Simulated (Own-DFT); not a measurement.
# Computed records: HfO2 (monoclinic hafnia, atoms displaced)

A calculation, not a measurement: plane-wave density functional theory by an unreviewed code, no spin, of a simulated periodic cell, stress positive in tension, run twice, with PBE and with PBEsol, both on files made for PBE, so the change isn't that of files made for PBEsol, hafnium file: forces about 75 meV/angstrom off all-electron values; oxygen file: force components 24 meV/angstrom off all-electron in one glass; forces on such cells passed a denser k mesh, this cell's mesh not checked; the far tail of each file's local potential was reset to the Coulomb form; each entry is a single point on an unrelaxed cell, so the pressure reflects the starting lattice, mostly measured values (interpolated for alloys), from which strain is counted, and rises with the displacements; printed positions are rounded, which can move forces by about a meV/angstrom; the program, named Own-DFT, is a retired in-house code; no spin-orbit coupling; stress was not checked against mesh or cutoff. Program: Own-DFT development build.

```cif
# cell vector a (Å): 10.2340 0.0000 0.0000
# cell vector b (Å): 0.0000 10.3500 0.0000
# cell vector c (Å): -1.6955 0.0000 10.4453
data_HfO2
_symmetry_space_group_name_H-M 'P 1'
_symmetry_Int_Tables_number 1
_cell_length_a 10.2340
_cell_length_b 10.3500
_cell_length_c 10.5820
_cell_angle_alpha 90.000
_cell_angle_beta 99.220
_cell_angle_gamma 90.000
_cell_volume 1106.39
loop_
_atom_site_label
_atom_site_type_symbol
_atom_site_fract_x
_atom_site_fract_y
_atom_site_fract_z
_atom_site_occupancy
Hf1 Hf 0.14129 0.02250 0.10801 1
Hf2 Hf 0.36079 0.26885 0.14508 1
Hf3 Hf 0.37448 0.46215 0.39895 1
Hf4 Hf 0.12188 0.23761 0.33651 1
O1 O 0.03376 0.16813 0.16305 1
O2 O 0.46560 0.42669 0.08179 1
O3 O 0.46609 0.34740 0.32079 1
O4 O 0.03856 0.08782 0.43026 1
O5 O 0.22732 0.38707 0.23921 1
O6 O 0.27382 0.12573 0.01066 1
O7 O 0.26572 0.10238 0.25530 1
O8 O 0.21591 0.37586 0.48974 1
Hf5 Hf 0.13964 0.00809 0.60250 1
Hf6 Hf 0.35743 0.27550 0.65343 1
Hf7 Hf 0.36911 0.48093 0.89761 1
Hf8 Hf 0.12228 0.23436 0.87245 1
O9 O 0.04683 0.17802 0.66389 1
O10 O 0.46711 0.41745 0.56097 1
O11 O 0.46708 0.32161 0.83621 1
O12 O 0.03478 0.09232 0.93309 1
O13 O 0.22099 0.36195 0.73002 1
O14 O 0.28214 0.12342 0.50528 1
O15 O 0.27255 0.13379 0.73822 1
O16 O 0.22168 0.37519 0.97909 1
Hf9 Hf 0.14522 0.52443 0.10392 1
Hf10 Hf 0.35052 0.76368 0.13645 1
Hf11 Hf 0.36009 0.98189 0.40138 1
Hf12 Hf 0.13900 0.71738 0.35079 1
O17 O 0.04406 0.66864 0.16776 1
O18 O 0.44935 0.91327 0.06885 1
O19 O 0.46505 0.83267 0.31276 1
O20 O 0.03523 0.57112 0.42568 1
O21 O 0.23119 0.88888 0.22706 1
O22 O 0.27748 0.62930 0.00777 1
O23 O 0.28643 0.61414 0.27101 1
O24 O 0.22021 0.87230 0.48221 1
Hf13 Hf 0.13900 0.51125 0.61995 1
Hf14 Hf 0.35964 0.77180 0.65126 1
Hf15 Hf 0.35135 0.98953 0.89075 1
Hf16 Hf 0.13332 0.71564 0.85429 1
O25 O 0.01784 0.67282 0.67503 1
O26 O 0.46684 0.91177 0.57497 1
O27 O 0.47342 0.82596 0.82926 1
O28 O 0.03217 0.57649 0.92514 1
O29 O 0.22462 0.88599 0.74367 1
O30 O 0.27296 0.61861 0.52366 1
O31 O 0.26565 0.61856 0.76371 1
O32 O 0.22764 0.86033 0.99065 1
Hf17 Hf 0.62382 0.03032 0.09503 1
Hf18 Hf 0.85089 0.26992 0.15832 1
Hf19 Hf 0.87088 0.48054 0.38602 1
Hf20 Hf 0.64264 0.23269 0.36203 1
O33 O 0.53543 0.15808 0.18292 1
O34 O 0.97823 0.40932 0.08297 1
O35 O 0.97680 0.33488 0.33764 1
O36 O 0.53022 0.08643 0.42908 1
O37 O 0.71892 0.37313 0.22465 1
O38 O 0.77159 0.12765 0.00405 1
O39 O 0.76711 0.13743 0.25732 1
O40 O 0.71699 0.37141 0.48735 1
Hf21 Hf 0.64399 0.02491 0.61168 1
Hf22 Hf 0.86385 0.25615 0.63043 1
Hf23 Hf 0.86839 0.49474 0.89981 1
Hf24 Hf 0.64462 0.23068 0.85255 1
O41 O 0.53800 0.18309 0.68605 1
O42 O 0.97031 0.41707 0.57692 1
O43 O 0.96102 0.32382 0.82131 1
O44 O 0.53321 0.08727 0.92755 1
O45 O 0.73427 0.37621 0.75632 1
O46 O 0.77932 0.13037 0.50068 1
O47 O 0.76283 0.11169 0.75807 1
O48 O 0.73808 0.36546 0.99317 1
Hf25 Hf 0.64641 0.51862 0.09968 1
Hf26 Hf 0.84849 0.77815 0.13572 1
Hf27 Hf 0.86098 0.98171 0.39532 1
Hf28 Hf 0.63519 0.73636 0.36786 1
O49 O 0.53019 0.68475 0.16494 1
O50 O 0.95721 0.90591 0.07173 1
O51 O 0.94980 0.82287 0.32835 1
O52 O 0.53992 0.57570 0.41421 1
O53 O 0.71885 0.87744 0.25211 1
O54 O 0.76999 0.63616 0.00537 1
O55 O 0.77091 0.61647 0.24741 1
O56 O 0.72089 0.85646 0.49454 1
Hf29 Hf 0.64684 0.49883 0.61798 1
Hf30 Hf 0.85907 0.76694 0.62950 1
Hf31 Hf 0.86826 0.97383 0.90692 1
Hf32 Hf 0.63717 0.72422 0.85738 1
O57 O 0.53199 0.66456 0.67138 1
O58 O 0.96138 0.92649 0.57495 1
O59 O 0.96356 0.83329 0.82104 1
O60 O 0.53892 0.59401 0.93610 1
O61 O 0.72798 0.86111 0.75302 1
O62 O 0.77405 0.62754 0.51210 1
O63 O 0.76644 0.61992 0.75578 1
O64 O 0.72235 0.87155 0.97732 1
_calc_functional 'PBE, then PBEsol'
_calc_potential_files 'PseudoDojo norm-conserving, scalar-relativistic, standard set'
_calc_wave_cutoff 72  # hartree
_calc_occupations 'Fermi-Dirac'
_calc_smearing_width 0.1  # eV
_calc_k_mesh '2 x 2 x 2 centred on Gamma'
_calc_PBE_pressure 9.01  # GPa
_calc_PBE_stress_xx -9.17  # GPa
_calc_PBE_stress_yy -8.97  # GPa
_calc_PBE_stress_zz -8.89  # GPa
_calc_PBE_stress_yz -0.24  # GPa
_calc_PBE_stress_xz -0.58  # GPa
_calc_PBE_stress_xy 1.02  # GPa
_calc_PBEsol_pressure 2.52  # GPa
_calc_PBEsol_stress_xx -2.66  # GPa
_calc_PBEsol_stress_yy -2.54  # GPa
_calc_PBEsol_stress_zz -2.37  # GPa
_calc_PBEsol_stress_yz -0.22  # GPa
_calc_PBEsol_stress_xz -0.17  # GPa
_calc_PBEsol_stress_xy 1.01  # GPa
_calc_rms_change_of_force_components_from_PBE_to_PBEsol 0.061  # eV/angstrom
```

Force:
| force element | PBE force x (eV/Å) | PBE force y (eV/Å) | PBE force z (eV/Å) | PBEsol force x (eV/Å) | PBEsol force y (eV/Å) | PBEsol force z (eV/Å) |
| --- | --- | --- | --- | --- | --- | --- |
| Hf | 0.15 | -1.76 | -0.547 | 0.202 | -1.64 | -0.529 |
| Hf | 0.787 | 0.736 | 0.453 | 0.769 | 0.78 | 0.472 |
| Hf | -4.097 | 6.357 | -0.175 | -3.982 | 6.202 | -0.162 |
| Hf | 6.091 | -3.544 | 3.26 | 5.938 | -3.512 | 3.159 |
| O | -1.186 | 0.347 | 0.781 | -1.125 | 0.353 | 0.83 |
| O | -0.992 | -1.55 | -0.297 | -0.973 | -1.506 | -0.354 |
| O | 3.602 | -5.363 | -2.6 | 3.508 | -5.258 | -2.568 |
| O | -1.172 | -0.067 | -2.11 | -1.154 | -0.087 | -2.013 |
| O | -0.066 | -2.188 | -0.878 | -0.007 | -2.14 | -0.868 |
| O | 0.483 | 0.675 | 0.155 | 0.411 | 0.633 | 0.174 |
| O | 1.055 | 3.887 | -0.004 | 0.971 | 3.764 | -0.043 |
| O | 0.564 | -0.962 | -0.114 | 0.593 | -0.908 | -0.084 |
| Hf | 0.763 | 3.653 | -0.735 | 0.763 | 3.624 | -0.765 |
| Hf | 0.776 | -1.785 | -3.201 | 0.715 | -1.757 | -3.076 |
| Hf | 0.78 | -0.408 | 0.542 | 0.753 | -0.429 | 0.605 |
| Hf | 2.26 | 0.306 | -4.384 | 2.19 | 0.295 | -4.329 |
| O | -1.955 | -0.889 | 0.303 | -1.937 | -0.844 | 0.328 |
| O | 0.765 | -2.062 | 4.743 | 0.761 | -1.978 | 4.578 |
| O | -1.24 | 2.64 | 0.561 | -1.216 | 2.561 | 0.474 |
| O | -1.406 | -2.135 | -0.144 | -1.355 | -2.084 | -0.071 |
| O | -0.868 | 2.934 | 2.394 | -0.796 | 2.865 | 2.295 |
| O | -0.187 | 0.78 | 0.337 | -0.225 | 0.704 | 0.341 |
| O | -0.109 | -3.003 | 3.285 | -0.14 | -2.916 | 3.174 |
| O | 0.889 | 0.412 | 1.407 | 0.911 | 0.399 | 1.373 |
| Hf | -0.447 | -1.275 | 1.492 | -0.451 | -1.223 | 1.448 |
| Hf | 2.845 | 1.624 | 2.722 | 2.795 | 1.658 | 2.665 |
| Hf | 0.536 | -1.195 | -1.432 | 0.49 | -1.171 | -1.364 |
| Hf | 0.142 | 0.437 | 0.884 | 0.138 | 0.36 | 0.834 |
| O | -0.825 | 0.388 | 0.044 | -0.758 | 0.361 | 0.102 |
| O | 1.872 | 2.083 | -0.529 | 1.806 | 2.054 | -0.571 |
| O | -0.881 | 1.327 | 2.367 | -0.848 | 1.248 | 2.278 |
| O | 0.898 | 1.786 | -0.859 | 0.86 | 1.704 | -0.814 |
| O | -1.429 | -2.628 | 1.743 | -1.321 | -2.543 | 1.674 |
| O | -0.755 | -2.028 | -1.045 | -0.803 | -1.982 | -1.018 |
| O | -1.385 | 1.123 | -1.042 | -1.438 | 1.099 | -1.04 |
| O | -0.392 | -1.121 | 0.412 | -0.325 | -1.055 | 0.423 |
| Hf | 0.488 | 0.692 | -3.102 | 0.517 | 0.677 | -3.098 |
| Hf | 2.156 | -1.103 | -0.826 | 2.149 | -1.052 | -0.78 |
| Hf | 1.406 | -1.991 | 0.694 | 1.363 | -2.009 | 0.751 |
| Hf | -0.734 | 3.85 | 0.066 | -0.714 | 3.717 | 0.045 |
| O | 3.874 | -2.914 | -0.024 | 3.786 | -2.826 | 0.04 |
| O | 0.378 | 0.315 | 0.93 | 0.345 | 0.327 | 0.869 |
| O | -2.79 | 1.983 | -0.358 | -2.717 | 1.888 | -0.412 |
| O | 2.326 | 1.324 | -0.212 | 2.285 | 1.288 | -0.161 |
| O | 0.142 | -1.074 | 0.118 | 0.214 | -1.033 | 0.1 |
| O | -0.448 | 1.542 | -0.072 | -0.516 | 1.509 | -0.045 |
| O | 0.507 | -0.526 | 0.556 | 0.413 | -0.514 | 0.554 |
| O | -1.823 | 1.042 | -2.187 | -1.698 | 1.01 | -2.115 |
| Hf | -0.05 | -3.369 | 0.698 | -0.09 | -3.206 | 0.625 |
| Hf | 2.82 | -0.454 | -4.902 | 2.71 | -0.411 | -4.797 |
| Hf | -2.331 | 2.309 | 1.884 | -2.233 | 2.24 | 1.889 |
| Hf | -2.751 | -0.769 | -1.598 | -2.651 | -0.813 | -1.594 |
| O | -2.129 | 1.871 | 0.024 | -2.053 | 1.848 | 0.041 |
| O | -0.613 | 0.644 | -0.009 | -0.592 | 0.668 | -0.049 |
| O | -4.878 | 1.598 | -1.429 | -4.776 | 1.571 | -1.442 |
| O | 1.922 | 1.302 | 0.404 | 1.897 | 1.255 | 0.44 |
| O | -0.722 | 0.65 | 2.896 | -0.638 | 0.614 | 2.812 |
| O | 0.289 | 0.08 | 1.349 | 0.203 | 0.082 | 1.304 |
| O | 1.104 | -2.181 | 1.197 | 1.018 | -2.067 | 1.175 |
| O | 1.375 | -0.3 | 0.387 | 1.367 | -0.307 | 0.382 |
| Hf | -2.82 | -2.206 | -0.451 | -2.76 | -2.103 | -0.464 |
| Hf | 2.942 | 2.432 | 3.435 | 2.908 | 2.417 | 3.383 |
| Hf | -2.796 | -3.759 | -0.537 | -2.766 | -3.711 | -0.504 |
| Hf | 0.236 | -0.01 | 1.659 | 0.232 | -0.049 | 1.582 |
| O | 0.869 | -2.21 | -2.649 | 0.865 | -2.138 | -2.505 |
| O | -2.726 | -1.286 | -0.194 | -2.641 | -1.257 | -0.243 |
| O | -1.385 | 1.827 | 0.442 | -1.321 | 1.75 | 0.407 |
| O | -1.06 | 0.125 | -1.149 | -1.022 | 0.097 | -1.052 |
| O | -0.253 | -0.099 | -1.718 | -0.22 | -0.094 | -1.684 |
| O | -0.875 | -1.114 | 0.429 | -0.9 | -1.073 | 0.429 |
| O | 2.178 | 0.284 | -0.396 | 2.034 | 0.296 | -0.412 |
| O | -0.554 | 1.4 | 0.269 | -0.493 | 1.375 | 0.288 |
| Hf | -2.222 | 2.087 | 1.299 | -2.157 | 2.09 | 1.243 |
| Hf | -0.944 | -1.36 | 2.877 | -0.943 | -1.286 | 2.814 |
| Hf | 1.174 | -1.369 | -0.715 | 1.158 | -1.398 | -0.636 |
| Hf | -2.403 | -2.962 | -4.356 | -2.344 | -2.906 | -4.301 |
| O | 2.033 | -2.271 | -0.381 | 1.953 | -2.195 | -0.334 |
| O | 2.224 | 1.31 | 1.274 | 2.122 | 1.284 | 1.177 |
| O | 1.397 | 0.176 | 0.094 | 1.341 | 0.185 | 0.032 |
| O | 0.278 | 0.398 | 0.596 | 0.263 | 0.376 | 0.62 |
| O | 0.821 | 1.669 | -1.889 | 0.875 | 1.592 | -1.816 |
| O | 1.933 | -1.201 | 0.274 | 1.821 | -1.177 | 0.26 |
| O | 0.778 | -0.376 | 1.095 | 0.713 | -0.38 | 1.043 |
| O | 0.471 | 4.334 | 1.022 | 0.528 | 4.211 | 0.981 |
| Hf | -1.131 | 4.027 | -2.252 | -1.085 | 3.972 | -2.239 |
| Hf | -1.999 | 1.315 | 3.505 | -1.981 | 1.307 | 3.473 |
| Hf | -0.859 | -0.407 | -3.362 | -0.864 | -0.489 | -3.239 |
| Hf | 0.365 | 1.779 | -2.6 | 0.375 | 1.732 | -2.563 |
| O | -0.168 | -1.237 | -0.016 | -0.163 | -1.173 | 0.058 |
| O | -1.107 | -0.828 | -0.109 | -1.075 | -0.804 | -0.187 |
| O | 0.892 | 0.244 | 1.043 | 0.85 | 0.211 | 0.99 |
| O | -2.247 | -2.658 | -1.048 | -2.181 | -2.627 | -0.966 |
| O | 0.338 | 2.499 | -2.736 | 0.384 | 2.425 | -2.655 |
| O | 0.554 | -1.878 | -0.514 | 0.493 | -1.804 | -0.475 |
| O | 1.294 | -1.221 | 0.844 | 1.199 | -1.2 | 0.836 |
| O | -0.611 | 0.495 | 2.643 | -0.504 | 0.455 | 2.567 |
